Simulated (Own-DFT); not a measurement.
# Computed records: GaP (zincblende, atoms displaced)

All values are calculated (Own-DFT development build). A calculation, not a measurement: plane-wave PBE density functional theory by an unreviewed code, no spin, of a simulated periodic cell, stress positive in tension, free energy of the whole cell less one offset for each atom, forces on such cells passed a denser k mesh, this cell's mesh not checked; offsets are fitted by least squares, one for each functional and potential file, so energies compare only between cells with the same atoms and settings and are not formation energies; the far tail of each file's local potential was reset to the Coulomb form; each entry is a single point on an unrelaxed cell, so the pressure reflects the starting lattice, mostly measured values (interpolated for alloys), from which strain is counted, and rises with the displacements; printed positions are rounded, which can move forces by about a meV/angstrom; the program, named Own-DFT, is a retired in-house code; no spin-orbit coupling; before rounding, a Quantum ESPRESSO 7.3.1 run of the same cell and cutoff gave forces within 1 meV/angstrom rms on each cell, which checks the program and not the settings.

GaP (zincblende, atoms displaced)

```xyz
96
Lattice="16.3515 0.0000 0.0000 0.0000 10.9010 0.0000 0.0000 0.0000 10.9010" Properties=species:S:1:pos:R:3 GaP
Ga    16.3360    10.7813    10.8551
Ga     0.0538     2.8443     2.8280
Ga     2.7038     0.1652     2.7175
Ga     2.7883     2.6428     0.0999
P      1.5358     1.4592     1.4565
P      1.4832     4.1587     4.0689
P      4.1177     1.3604     4.0183
P      4.0045     3.9542     1.3239
Ga     0.0362    10.8036     5.4361
Ga     0.0976     2.7361     8.3673
Ga     2.5310    10.8431     8.1501
Ga     2.7539     2.6659     5.5228
P      1.4035     1.7219     6.8665
P      1.4110     3.9982     9.5493
P      4.1901     1.3708     9.5946
P      4.0917     4.0340     6.9890
Ga     0.0116     5.4685    10.7686
Ga    16.3221     8.2479     2.7118
Ga     2.6038     5.3685     2.6430
Ga     2.7224     8.0498    10.8337
P      1.5131     6.7802     1.3322
P      1.5052     9.5711     4.0150
P      4.0812     6.8337     4.3212
P      4.1383     9.4424     1.4345
Ga     0.0143     5.4907     5.5314
Ga     0.1846     8.2449     8.1001
Ga     2.8955     5.3592     8.1172
Ga     2.6960     8.1980     5.3503
P      1.3495     6.8751     6.7665
P      1.3446     9.6962     9.5252
P      4.2212     6.7627     9.4760
P      4.1040     9.5069     6.6549
Ga     5.4065    10.8312    10.8177
Ga     5.4520     2.5344     2.7920
Ga     8.0989    10.7874     2.8592
Ga     8.1886     2.7521     0.0594
P      6.8448     1.4941     1.4178
P      6.8105     4.0690     4.0161
P      9.4623     1.3977     4.0430
P      9.5464     4.1190     1.3059
Ga     5.5098    10.8124     5.3563
Ga     5.2266     2.8156     8.3435
Ga     8.2092     0.0819     8.1206
Ga     8.3025     2.6903     5.4889
P      6.8164     1.1919     6.7739
P      7.0244     4.1766     9.3740
P      9.4776     1.2080     9.6251
P      9.5436     4.1104     6.7363
Ga     5.3066     5.4188    10.8428
Ga     5.3222     8.0447     2.8138
Ga     7.9930     5.4190     2.6466
Ga     8.1475     8.0571    10.7502
P      6.9132     6.8529     1.3634
P      6.7925     9.6193     4.0825
P      9.5685     6.8977     4.1521
P      9.4060     9.6450     1.3814
Ga     5.5789     5.3786     5.4463
Ga     5.4394     8.0703     8.1036
Ga     8.0669     5.4480     8.0924
Ga     8.2190     8.4536     5.4897
P      6.8655     6.7531     6.8384
P      6.6416     9.4738     9.6021
P      9.5658     7.0753     9.4499
P      9.5544     9.6959     6.6344
Ga    10.8224    10.7947    10.7524
Ga    10.9312     2.8791     2.7051
Ga    13.7568    10.8954     2.7505
Ga    13.4373     2.7863    10.8353
P     12.2853     1.4377     1.3173
P     12.3246     4.0726     4.1416
P     15.0214     1.2294     4.0437
P     14.9491     4.2998     1.2237
Ga    10.8396    10.8408     5.4833
Ga    10.8175     2.8133     8.0050
Ga    13.8111    10.8540     7.9765
Ga    13.5817     2.9272     5.4932
P     12.3887     1.3269     6.7157
P     12.2091     4.1244     9.6033
P     15.0998     1.1518     9.6059
P     14.8505     4.1951     6.9015
Ga    10.8567     5.4285     0.0933
Ga    10.7523     8.2347     2.7282
Ga    13.6731     5.5072     2.6570
Ga    13.6438     8.2359    10.6577
P     12.2998     6.8693     1.2717
P     12.0613     9.6500     4.0153
P     14.9832     6.9293     4.1198
P     15.0575     9.4680     1.2862
Ga    10.9098     5.5901     5.6943
Ga    10.9389     8.3218     8.2331
Ga    13.5062     5.2911     8.1336
Ga    13.7196     8.1458     5.4337
P     12.2487     6.6608     6.7476
P     12.2461     9.4470     9.5941
P     15.0068     7.0206     9.4534
P     15.0088     9.5679     6.7654
```

| Quantity | Value |
| --- | --- |
| functional | PBE |
| potential files | PseudoDojo norm-conserving, scalar-relativistic, standard set |
| wave cutoff | 42 hartree |
| occupations | Fermi-Dirac |
| smearing width | 0.1 eV |
| k mesh | 2 x 3 x 3 centred on Gamma |
| free energy of cell above offsets | -36.998 eV |
| pressure | 5.54 GPa |
| stress xx | -5.62 GPa |
| stress yy | -5.27 GPa |
| stress zz | -5.74 GPa |
| stress yz | 0.79 GPa |
| stress xz | 0.97 GPa |
| stress xy | -0.03 GPa |

Force:
```
element  x (eV/Å)  y (eV/Å)  z (eV/Å)
     Ga     0.873     0.965     2.338
     Ga    -0.866    -0.596    -1.047
     Ga     1.316    -2.127      0.12
     Ga     -0.31    -0.188    -2.019
      P    -3.323    -0.299    -0.951
      P    -1.309    -0.721      2.15
      P    -0.688    -0.717     2.433
      P     1.799     1.633     1.388
     Ga     0.797     1.296     -0.32
     Ga    -2.408    -0.368    -0.651
     Ga     2.598     2.056    -1.735
     Ga     1.751     1.444    -1.808
      P     -1.46    -3.954     0.254
      P      1.17     1.676     0.909
      P    -2.214    -1.109     0.052
      P     0.946    -0.128    -4.052
     Ga     0.355     0.914     0.027
     Ga     1.175    -0.694     0.073
     Ga     2.413     0.686     0.042
     Ga     1.018     1.301    -0.245
      P    -2.415     0.473    -0.161
      P    -1.363     0.258    -0.059
      P     0.355    -2.068    -1.836
      P    -1.087     0.959    -0.782
     Ga    -0.579    -0.201    -0.688
     Ga    -1.402      0.35     0.559
     Ga    -2.533     1.955     1.533
     Ga    -0.281     0.277     1.042
      P     1.502    -0.752     0.336
      P     0.613    -2.904     0.651
      P    -2.077     0.467    -0.259
      P    -0.694     0.136     1.505
     Ga     0.276     0.557     2.131
     Ga     0.369     2.406    -0.944
     Ga     0.988     2.415    -1.745
     Ga     0.023    -0.095     -0.95
      P    -0.025    -2.186    -0.708
      P    -0.144    -1.038      0.87
      P     1.363    -0.201    -0.192
      P    -0.771     0.021      1.16
     Ga    -1.134     1.368      0.84
     Ga     3.505    -0.757    -0.147
     Ga    -0.578    -1.368     0.684
     Ga     -1.71    -0.363    -0.447
      P    -0.837     2.414     0.099
      P    -2.994    -2.538     3.051
      P    -0.132     2.379    -1.354
      P    -0.813     0.849     0.419
     Ga     2.109    -0.878     1.221
     Ga     1.334     0.269    -0.178
     Ga     2.007     0.193      0.69
     Ga    -0.789      2.07     1.527
      P    -2.249    -0.128    -0.486
      P    -0.863    -2.909    -0.244
      P     -1.14     -0.91     0.141
      P      0.32    -1.238    -0.888
     Ga    -0.729     0.099     0.537
     Ga     0.256     1.194    -0.352
     Ga     3.271     1.462    -0.484
     Ga    -1.051    -2.682     -1.11
      P     -0.33     1.824     -1.71
      P     1.813     -0.48    -1.842
      P     0.171    -3.435     -0.32
      P    -0.441    -1.354     4.461
     Ga     0.924     0.238     2.183
     Ga    -0.032    -1.233     0.202
     Ga    -1.771    -0.584    -1.333
     Ga     2.219    -0.872     0.631
      P    -0.616    -1.265     0.485
      P    -1.185     2.037    -1.126
      P     0.951     2.341     1.289
      P     0.481     -2.07     0.519
     Ga     1.896      3.22    -2.075
     Ga     1.253    -1.761     1.719
     Ga    -1.817     1.384     2.338
     Ga     1.128    -2.216    -0.048
      P    -1.133     0.422     0.599
      P    -1.324      0.09    -1.541
      P      -1.8     2.537     -1.36
      P     3.124    -1.772    -0.851
     Ga     0.469     1.796    -1.067
     Ga      0.68    -0.184    -0.964
     Ga    -0.747     0.497     0.722
     Ga     0.505    -0.998     2.836
      P    -0.393     0.416     0.616
      P     2.352    -0.947    -0.025
      P     1.102    -1.567    -1.058
      P    -1.241     0.256     0.158
     Ga    -2.583     -2.26    -4.239
     Ga    -0.172    -0.608    -2.496
     Ga    -0.512     2.431     1.694
     Ga    -2.223     1.007     0.238
      P     2.966     4.176     3.138
      P     0.362     2.722     -1.72
      P     0.998    -2.189    -1.294
      P     1.394    -2.024    -0.695
```
